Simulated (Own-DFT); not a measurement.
## Calculated data, InAs (zincblende, strongly disordered by large displacements), GaP (zincblende, strongly disordered by large displacements)

All values are calculated (Own-DFT development build). A calculation, not a measurement: plane-wave PBE density functional theory by an unreviewed code, no spin, of a simulated periodic cell, stress positive in tension, free energy of the whole cell less one offset for each atom, forces on such cells passed a denser k mesh, this cell's mesh not checked; broken bonds can close the gap or carry spin, so checks made on this kind of crystal may not hold here; offsets are fitted by least squares, one for each functional and potential file, so energies compare only between cells with the same atoms and settings and are not formation energies; the far tail of each file's local potential was reset to the Coulomb form; each entry is a single point on an unrelaxed cell, so the pressure reflects the starting lattice, mostly measured values (interpolated for alloys), from which strain is counted, and rises with the displacements; printed positions are rounded, which can move forces by about a meV/angstrom; the program, named Own-DFT, is a retired in-house code; no spin-orbit coupling.

Settings shared by all entries: functional PBE; potential files PseudoDojo norm-conserving, scalar-relativistic, standard set; wave cutoff 42 hartree; occupations Fermi-Dirac; smearing width 0.1 eV; k mesh 3 x 3 x 3 centred on Gamma.

(1) InAs (zincblende, strongly disordered by large displacements)

```
cell vectors (Å)
  12.1166     0.0000     0.0000
   0.0000    12.1166     0.0000
   0.0000     0.0000    12.1166
atoms (fractions of the cell vectors)
In  0.96667  0.01009  0.05079
In  0.99236  0.27261  0.23039
In  0.27476  0.99308  0.28508
In  0.23293  0.22580  0.99801
As  0.11796  0.10618  0.06914
As  0.10310  0.36399  0.32944
As  0.36537  0.09579  0.42976
As  0.34733  0.37492  0.11423
In  0.00083  0.98328  0.50969
In  0.03407  0.26304  0.75417
In  0.25230  0.95696  0.78113
In  0.21779  0.24817  0.46724
As  0.12986  0.16811  0.62142
As  0.09667  0.35334  0.89249
As  0.35675  0.14976  0.86586
As  0.33759  0.38876  0.64286
In  0.00925  0.52450  0.03116
In  0.98061  0.79450  0.23387
In  0.30853  0.46246  0.26266
In  0.24714  0.75094  0.00040
As  0.10526  0.67497  0.14615
As  0.10360  0.86270  0.35635
As  0.37573  0.64006  0.33962
As  0.37797  0.87906  0.14455
In  0.00407  0.42669  0.45744
In  0.00373  0.72209  0.78017
In  0.26674  0.48330  0.79133
In  0.31600  0.72588  0.50248
As  0.16568  0.59059  0.59936
As  0.11894  0.88055  0.86658
As  0.38424  0.64931  0.83429
As  0.38257  0.89058  0.61339
In  0.49778  0.02717  0.97200
In  0.53144  0.28622  0.23655
In  0.74247  0.97824  0.25704
In  0.69819  0.25752  0.01891
As  0.58706  0.09697  0.16084
As  0.65180  0.36296  0.40802
As  0.81873  0.15811  0.34996
As  0.82598  0.33322  0.11807
In  0.51004  0.02035  0.49745
In  0.50790  0.24217  0.73828
In  0.77277  0.01695  0.74519
In  0.75890  0.26648  0.52872
As  0.64180  0.08285  0.60481
As  0.64537  0.37620  0.86420
As  0.87972  0.10732  0.84918
As  0.89254  0.39402  0.59048
In  0.50320  0.49421  0.97791
In  0.51484  0.76677  0.26508
In  0.76506  0.51206  0.27296
In  0.74583  0.71220  0.03380
As  0.59012  0.60478  0.14825
As  0.63543  0.87707  0.37667
As  0.86519  0.65149  0.33081
As  0.82254  0.84766  0.13534
In  0.50608  0.48002  0.44534
In  0.44630  0.76411  0.71896
In  0.74118  0.45492  0.72347
In  0.73201  0.70700  0.49061
As  0.63310  0.62470  0.61164
As  0.60145  0.89070  0.88744
As  0.87727  0.61349  0.94755
As  0.87643  0.86591  0.64100
```

It was run with hardware one NVIDIA H200.

The calculation gives: free energy of cell above offsets 26.078 eV; pressure 13.71 GPa; stress xx -14.53 GPa; stress yy -11.59 GPa; stress zz -15.02 GPa; stress yz -2.16 GPa; stress xz 0.15 GPa; stress xy -1.99 GPa; wall time 1265 s.

Force:
```tsv
element	x (eV/Å)	y (eV/Å)	z (eV/Å)
In	-5.247	-3.015	-1.962
In	-5.459	-6.143	-5.074
In	-1.806	-0.95	-1.296
In	2.245	4.432	-0.735
As	1.148	-0.905	5.015
As	10.52	2.016	-2.155
As	-5.499	4.694	-2.708
As	2.732	-3.665	-6.5
In	0.157	0.854	-0.071
In	-5.178	-2.409	-3.615
In	5.391	4.364	-3.82
In	2.009	0.997	-0.46
As	0.381	-4.453	-0.639
As	2.804	5.848	5.97
As	1.341	-1.802	-1.78
As	2.331	-2.361	-4.213
In	4.139	-4.022	2.555
In	-1.433	-0.012	-0.6
In	-2.632	2.935	5.896
In	0.451	0.534	-0.043
As	3.184	-2.865	-0.993
As	3.556	2.204	3.647
As	0.309	-1.333	-0.754
As	0.26	0.021	-1.688
In	-0.355	6.109	1.521
In	-0.314	-0.273	-1.051
In	-2.673	1.088	2.046
In	-2.726	0.234	1.718
As	-0.73	-0.287	0.482
As	-5.538	-2.927	4.424
As	-2.605	-5.592	7.708
As	-2.877	5.317	-3.93
In	-1.757	1.435	2.001
In	-0.431	-0.061	0.186
In	1.049	3.729	-0.527
In	-3.491	-4.724	-2.529
As	-0.29	0.333	-1.283
As	-0.611	0.682	-4.3
As	1.7	-0.323	-0.33
As	5.13	4.433	4.005
In	2.386	-4.815	-1.182
In	-0.125	0.346	-1.025
In	-4.956	-5.038	-3.051
In	0.261	-5.043	1.852
As	3.327	4.104	3.378
As	-2.93	-1.425	1.569
As	5.064	5.157	5.866
As	-2	-0.114	6.874
In	-0.842	0.869	0.015
In	-0.243	0.237	-1.961
In	-3.484	-5.011	-2.668
In	-5.759	-0.69	-1.071
As	0.935	-0.632	-0.458
As	-1.413	-1.182	4.144
As	2.904	2.481	3.162
As	1.449	4.232	-0.716
In	-3.041	2.769	2.292
In	7.415	0.026	-0.078
In	1.655	3.35	-2.566
In	4.724	4.25	-4.309
As	-5.011	-3.84	5.365
As	2.279	-2.985	-2.082
As	-1.803	0.537	-6.88
As	0.029	-1.719	-0.588
```

(2) GaP (zincblende, strongly disordered by large displacements)

```
cell vectors (Å)
  10.9010     0.0000     0.0000
   0.0000    10.9010     0.0000
   0.0000     0.0000    10.9010
atoms (fractions of the cell vectors)
Ga  0.02816  0.99767  0.01161
Ga  0.97998  0.23956  0.25129
Ga  0.24183  0.00659  0.25837
Ga  0.29270  0.27012  0.01872
P   0.11456  0.13363  0.15193
P   0.10215  0.36789  0.37708
P   0.35662  0.12822  0.36440
P   0.37885  0.37714  0.13769
Ga  0.00361  0.99929  0.48565
Ga  0.98466  0.23573  0.74512
Ga  0.26875  0.99049  0.74611
Ga  0.26165  0.25248  0.50808
P   0.11400  0.13219  0.61550
P   0.12415  0.35420  0.85814
P   0.37098  0.15179  0.86488
P   0.36673  0.37309  0.63325
Ga  0.97211  0.51217  0.00175
Ga  0.01477  0.77612  0.25024
Ga  0.26158  0.50421  0.25338
Ga  0.24901  0.75636  0.99327
P   0.12323  0.61991  0.12374
P   0.14787  0.84474  0.36932
P   0.37240  0.63154  0.36438
P   0.38414  0.88046  0.12521
Ga  0.98729  0.45649  0.50361
Ga  0.00954  0.74335  0.73831
Ga  0.25397  0.46159  0.77047
Ga  0.23223  0.72687  0.52565
P   0.12728  0.65726  0.64734
P   0.09137  0.89252  0.86454
P   0.36927  0.63714  0.87475
P   0.37206  0.87914  0.61927
Ga  0.48667  0.03218  0.99195
Ga  0.51841  0.23659  0.30426
Ga  0.72165  0.97370  0.22743
Ga  0.75397  0.27148  0.98280
P   0.61136  0.10004  0.15214
P   0.58808  0.38271  0.37107
P   0.85063  0.12308  0.35577
P   0.84662  0.41449  0.12017
Ga  0.49341  0.00779  0.52000
Ga  0.48841  0.25793  0.73701
Ga  0.75022  0.00240  0.72884
Ga  0.75493  0.23424  0.51422
P   0.60798  0.14049  0.61930
P   0.62043  0.36078  0.84012
P   0.88990  0.15235  0.90869
P   0.86336  0.36407  0.64474
Ga  0.49515  0.50083  0.01785
Ga  0.49654  0.79183  0.25642
Ga  0.72907  0.49413  0.24562
Ga  0.72783  0.74090  0.99906
P   0.65387  0.65271  0.13105
P   0.63166  0.89653  0.39828
P   0.87037  0.65122  0.39194
P   0.88585  0.85167  0.14162
Ga  0.48136  0.50834  0.50580
Ga  0.52389  0.73810  0.72928
Ga  0.74228  0.51123  0.73189
Ga  0.75016  0.74293  0.48030
P   0.64708  0.66726  0.62403
P   0.60118  0.86404  0.86758
P   0.86690  0.62521  0.87352
P   0.90868  0.85696  0.63337
```

Here we set hardware one NVIDIA H100.

It finds free energy of cell above offsets -2.565 eV; pressure 10.18 GPa; stress xx -10.32 GPa; stress yy -9.04 GPa; stress zz -11.17 GPa; stress yz -1.24 GPa; stress xz 3.06 GPa; stress xy 1.2 GPa; wall time 551.7 s.

Force:
```tsv
element	x (eV/Å)	y (eV/Å)	z (eV/Å)
Ga	-2.52	1.685	2.46
Ga	-1.035	2.487	0.116
Ga	-0.33	-2.265	-1.078
Ga	-4.923	-2.99	-3.54
P	2.243	-0.556	-2.513
P	3.29	-0.618	-1.753
P	1.561	0.478	2.838
P	3.127	1.807	3.68
Ga	0.11	-0.698	-0.252
Ga	1.249	-0.407	0.745
Ga	-2.963	1.64	1.471
Ga	-2.4	-0.651	-1.145
P	1.275	-1.038	0.058
P	-2.167	-0.683	3.345
P	-0.756	-1.841	0.495
P	0.667	1.744	-2.359
Ga	3.209	-0.053	-0.504
Ga	0.735	-4.381	1.069
Ga	-2.624	-0.494	-0.482
Ga	-1.265	0.588	0.77
P	0.021	0.499	-0.191
P	0.867	3.221	2.059
P	0.588	1.244	2.005
P	-2.788	2.112	-2.27
Ga	-1.601	3.314	1.118
Ga	-4.571	1.287	7.825
Ga	0.593	4.496	0.154
Ga	5.145	3.269	-5.875
P	2.25	-10.2	0.198
P	3.897	-1.427	-1.097
P	1.314	-2.111	-1.128
P	0.816	-2.428	-0.257
Ga	0.773	-1.863	0.306
Ga	-2.854	-6.148	-4.643
Ga	4.507	-2.566	1.982
Ga	-1.722	0.748	1.448
P	-2.334	5.16	-3.244
P	4.977	5.98	3.46
P	-0.335	-1.397	1.359
P	1.69	-4.617	-0.505
Ga	-0.62	0.108	-2.19
Ga	0.579	-1.069	0.26
Ga	0.43	-0.832	1.491
Ga	0.125	1.008	-1.648
P	0.974	-1.048	0.848
P	0.857	2.844	2.665
P	0.538	-3.261	-1.179
P	-0.436	0.709	-1.434
Ga	1.022	1.507	-1.574
Ga	2.035	-2.247	1.694
Ga	-1.193	2.262	3.25
Ga	4.21	4.268	-6.255
P	-6.189	-4.225	6.107
P	-1.018	-0.827	-0.261
P	5.764	-6.362	-4.615
P	-3.781	3.338	-4.187
Ga	0.528	0.821	0.126
Ga	-7.007	2.772	4.271
Ga	-0.07	0.031	1.261
Ga	-2.779	5.369	2.507
P	2.08	-5.996	-2.86
P	1.595	2.641	1.269
P	-0.482	1.101	-1.67
P	-4.878	4.756	-4.001
```

(3) InAs (zincblende, strongly disordered by large displacements)

```
cell vectors (Å)
  12.1166     0.0000     0.0000
   0.0000    12.1166     0.0000
   0.0000     0.0000    12.1166
atoms (fractions of the cell vectors)
In  0.03688  0.01164  0.97130
In  0.02672  0.28215  0.25541
In  0.25781  0.00434  0.20371
In  0.26720  0.28163  0.98557
As  0.08537  0.15182  0.07696
As  0.13440  0.36000  0.37800
As  0.39924  0.12658  0.33596
As  0.36551  0.39830  0.08237
In  0.00468  0.96468  0.44556
In  0.97245  0.23712  0.73313
In  0.25090  0.02703  0.70804
In  0.21056  0.25826  0.50700
As  0.09645  0.14948  0.62406
As  0.13758  0.41534  0.86815
As  0.38772  0.10160  0.86825
As  0.36174  0.39141  0.64821
In  0.02686  0.48695  0.01153
In  0.97351  0.75499  0.27616
In  0.26049  0.51879  0.19186
In  0.23253  0.73679  0.03695
As  0.10439  0.60945  0.12874
As  0.14511  0.87376  0.37657
As  0.36107  0.65070  0.37133
As  0.38058  0.84088  0.13840
In  0.01744  0.48111  0.48088
In  0.00750  0.79653  0.74599
In  0.26189  0.52652  0.71761
In  0.26391  0.81047  0.49926
As  0.12525  0.58998  0.60501
As  0.12442  0.81056  0.91030
As  0.39646  0.65860  0.88335
As  0.39198  0.86498  0.61479
In  0.50711  0.97225  0.00477
In  0.53924  0.26024  0.22704
In  0.73972  0.98517  0.29410
In  0.80532  0.21296  0.04505
As  0.62557  0.12495  0.10272
As  0.61392  0.36759  0.37697
As  0.86731  0.14257  0.35278
As  0.87997  0.41686  0.14686
In  0.49166  0.99386  0.47121
In  0.53198  0.22777  0.73235
In  0.74376  0.02453  0.77987
In  0.74205  0.25872  0.49687
As  0.64856  0.15731  0.61352
As  0.60280  0.42261  0.88300
As  0.85437  0.12410  0.88486
As  0.88226  0.37042  0.64788
In  0.51007  0.49048  0.02428
In  0.55483  0.73433  0.30775
In  0.71920  0.45741  0.25747
In  0.63781  0.75726  0.00890
As  0.59040  0.64212  0.14180
As  0.63044  0.88939  0.39865
As  0.88259  0.59936  0.36471
As  0.89044  0.82616  0.12774
In  0.49524  0.46365  0.47626
In  0.47728  0.73137  0.73956
In  0.74173  0.48924  0.77534
In  0.77877  0.77713  0.46274
As  0.63700  0.63023  0.63406
As  0.65797  0.83764  0.84981
As  0.83580  0.65032  0.81826
As  0.85940  0.89862  0.58423
```

Settings of this run: hardware one NVIDIA H200.

The calculation gives: free energy of cell above offsets 24.490 eV; pressure 13.6 GPa; stress xx -13.24 GPa; stress yy -11.94 GPa; stress zz -15.62 GPa; stress yz -0.45 GPa; stress xz 1.09 GPa; stress xy -0.34 GPa; wall time 1227 s.

Force:
```tsv
element	x (eV/Å)	y (eV/Å)	z (eV/Å)
In	-1.798	-5.378	-2.815
In	-4.37	-3.174	-4.246
In	-0.44	0.662	0.288
In	-3.66	-5.051	-3.968
As	2.988	4.45	3.997
As	2.87	4.905	-2.137
As	-1.472	0.573	0.381
As	0.74	-1.428	4.938
In	-4.694	4.637	2.574
In	0.39	-1.412	5.47
In	0.608	-0.462	0.923
In	5.074	-1.807	3.171
As	1.392	-4.434	-1.602
As	0.453	-1.92	-2.101
As	-0.169	1.107	-0.174
As	4.059	-5.875	-3.245
In	-2.881	-1.396	-2.179
In	3.089	-0.997	2.198
In	1.334	0.373	3.917
In	4.318	-1.524	1.957
As	-1.631	3.945	3.199
As	0.87	-0.685	-6.647
As	0.648	-1.435	-0.154
As	0.943	0.581	0.654
In	-2.606	0.263	0.95
In	-1.402	-1.319	-2.002
In	-0.229	3.294	4.876
In	-1.01	-4.997	-0.055
As	-1.603	4.512	-0.616
As	-3.082	4.011	-3.634
As	-3.666	-3.092	4.794
As	2.729	3.646	2.979
In	-0.565	-0.117	-0.689
In	-2.225	-0.943	-1.262
In	4.478	3.736	-6.041
In	-0.365	2.988	3.124
As	0.409	-1.226	0.393
As	0.703	-3.714	1.169
As	0.918	0.079	0.32
As	0.791	-2.044	-1.161
In	-2.523	2.951	2.221
In	-5.099	3.27	4.739
In	-3.22	-3.123	-3.927
In	5.111	2.594	-2.654
As	-0.256	-7.003	0.209
As	0.214	-4.798	-2.432
As	5.252	1.149	-0.272
As	-3.18	4.418	-3.737
In	1.587	4.363	0.785
In	-2.88	-0.901	1.005
In	2.402	4.481	-2.942
In	1.898	0.506	1.633
As	0.221	-4.562	2.26
As	-2.028	-2.639	2.229
As	-1.668	-1.029	0.724
As	-2.93	3.166	-3.789
In	-4.704	4.694	4.352
In	3.699	1.223	-3.484
In	1.391	-1.161	-2.694
In	0.345	-5.307	0.176
As	0.17	-0.08	-1.548
As	0.403	2.643	-5.462
As	1.855	3.322	1.097
As	2.004	2.492	3.968
```

(4) InAs (zincblende, strongly disordered by large displacements)

```
cell vectors (Å)
  12.1166     0.0000     0.0000
   0.0000    12.1166     0.0000
   0.0000     0.0000    12.1166
atoms (fractions of the cell vectors)
In  0.03881  0.03110  0.05410
In  0.03027  0.26542  0.28552
In  0.23535  0.99024  0.21685
In  0.27218  0.22590  0.98881
As  0.15935  0.14379  0.12132
As  0.14668  0.41996  0.38550
As  0.39131  0.16980  0.30984
As  0.37480  0.39262  0.12437
In  0.97111  0.01231  0.47142
In  0.97532  0.31397  0.74808
In  0.27415  0.98866  0.78918
In  0.26514  0.27415  0.40621
As  0.10380  0.15735  0.62295
As  0.15507  0.40048  0.88744
As  0.36112  0.10385  0.87569
As  0.36968  0.42327  0.63575
In  0.96191  0.52667  0.97903
In  0.00406  0.76434  0.23361
In  0.22920  0.49115  0.21221
In  0.24079  0.76249  0.98316
As  0.07616  0.65928  0.11902
As  0.13477  0.90974  0.35093
As  0.36433  0.63692  0.42071
As  0.38046  0.83810  0.14696
In  0.98840  0.50018  0.44171
In  0.99780  0.76105  0.77512
In  0.26394  0.52318  0.73946
In  0.23960  0.72844  0.50191
As  0.08378  0.55517  0.63763
As  0.13772  0.88264  0.87005
As  0.38375  0.63325  0.89626
As  0.38540  0.88428  0.64149
In  0.50486  0.01293  0.96979
In  0.54909  0.22706  0.27518
In  0.68637  0.97865  0.28559
In  0.79390  0.23560  0.01711
As  0.62585  0.11893  0.12184
As  0.60969  0.37530  0.41001
As  0.92630  0.15049  0.38047
As  0.86094  0.38532  0.06674
In  0.50927  0.99794  0.54086
In  0.47934  0.24566  0.69524
In  0.70597  0.99079  0.72033
In  0.76350  0.22490  0.49502
As  0.62034  0.10070  0.62051
As  0.63837  0.37762  0.92504
As  0.87710  0.13608  0.86473
As  0.85780  0.36653  0.62110
In  0.48662  0.54207  0.99863
In  0.52440  0.80211  0.27386
In  0.70173  0.53542  0.28079
In  0.76193  0.75824  0.98117
As  0.65581  0.64138  0.13442
As  0.62192  0.86411  0.41343
As  0.84131  0.59507  0.36039
As  0.85617  0.94219  0.10367
In  0.48650  0.48142  0.46418
In  0.44744  0.73114  0.74355
In  0.70058  0.47658  0.79969
In  0.77513  0.77695  0.50391
As  0.65707  0.57042  0.61407
As  0.64861  0.90518  0.88311
As  0.83246  0.60890  0.86040
As  0.87732  0.88791  0.58890
```

It was run with hardware one NVIDIA H200.

It finds free energy of cell above offsets 39.157 eV; pressure 16.48 GPa; stress xx -17.74 GPa; stress yy -16.85 GPa; stress zz -14.85 GPa; stress yz 0.62 GPa; stress xz -1.09 GPa; stress xy 0 GPa; wall time 1265 s.

Force:
```tsv
element	x (eV/Å)	y (eV/Å)	z (eV/Å)
In	-5.417	-4.23	-4.171
In	2.346	3.272	-4.245
In	4.608	-0.028	-1.336
In	-0.224	5.369	0.198
As	1.391	5.112	3.919
As	1.191	0.656	-1.051
As	-7.63	-6.123	1.022
As	2.024	-1.364	-1.137
In	4.98	-5.976	4.152
In	4.979	-2.686	4.642
In	-4.634	-5.272	-8.098
In	0.18	-1.711	3.76
As	0.621	-0.404	-0.404
As	-1.252	-0.287	-0.11
As	6.678	7.464	1.864
As	4.018	-4.824	-4.335
In	4.043	-0.026	0.807
In	-4.812	6.741	6.471
In	-1.279	2.625	-0.534
In	0.758	-1.771	2.689
As	5.235	-6.876	-6.894
As	-2.905	-3.099	4.382
As	5.559	-3.126	-5.545
As	-1.631	1.55	-2.329
In	-2.421	0.485	3.525
In	-1.042	-1.567	-1.708
In	-3.683	2.806	4.284
In	-6.266	4.532	3.942
As	-0.709	2.046	0.199
As	-3.6	0.693	1.022
As	-6.663	3.737	-4.115
As	-3.053	-0.018	-0.943
In	0.663	-0.981	2.803
In	7.866	3.985	-1.725
In	3.587	4.661	-4.754
In	-4.235	-8.089	-1.826
As	0.959	-0.525	-0.602
As	7.847	-5.738	-3.577
As	-6.14	4.016	-2.893
As	2.518	6.606	5.853
In	-6.1	-4.555	-6.159
In	-0.555	0.794	1.335
In	7.134	-4.909	4.454
In	-0.644	0.319	0.093
As	2.19	12.73	-1.449
As	-4.579	-5.543	6.635
As	1.06	-1.329	-1.579
As	-3.733	3.061	-4.136
In	6.617	-5.918	6.657
In	-2.596	-4.514	-3.673
In	-6.383	-6.219	-1.713
In	0.397	1.131	1.454
As	-2.891	2.709	-3.108
As	-0.434	-0.583	6.651
As	7.034	6.145	3.592
As	-0.536	-1.563	0.871
In	-6.172	5.697	4.149
In	3.472	-0.503	-1.34
In	1.62	3.469	-8.291
In	-3.625	-8.5	-3.017
As	-0.658	1.464	-0.448
As	-0.647	-2.437	0.774
As	1.354	3.429	-2.026
As	4.217	3.988	7.075
```
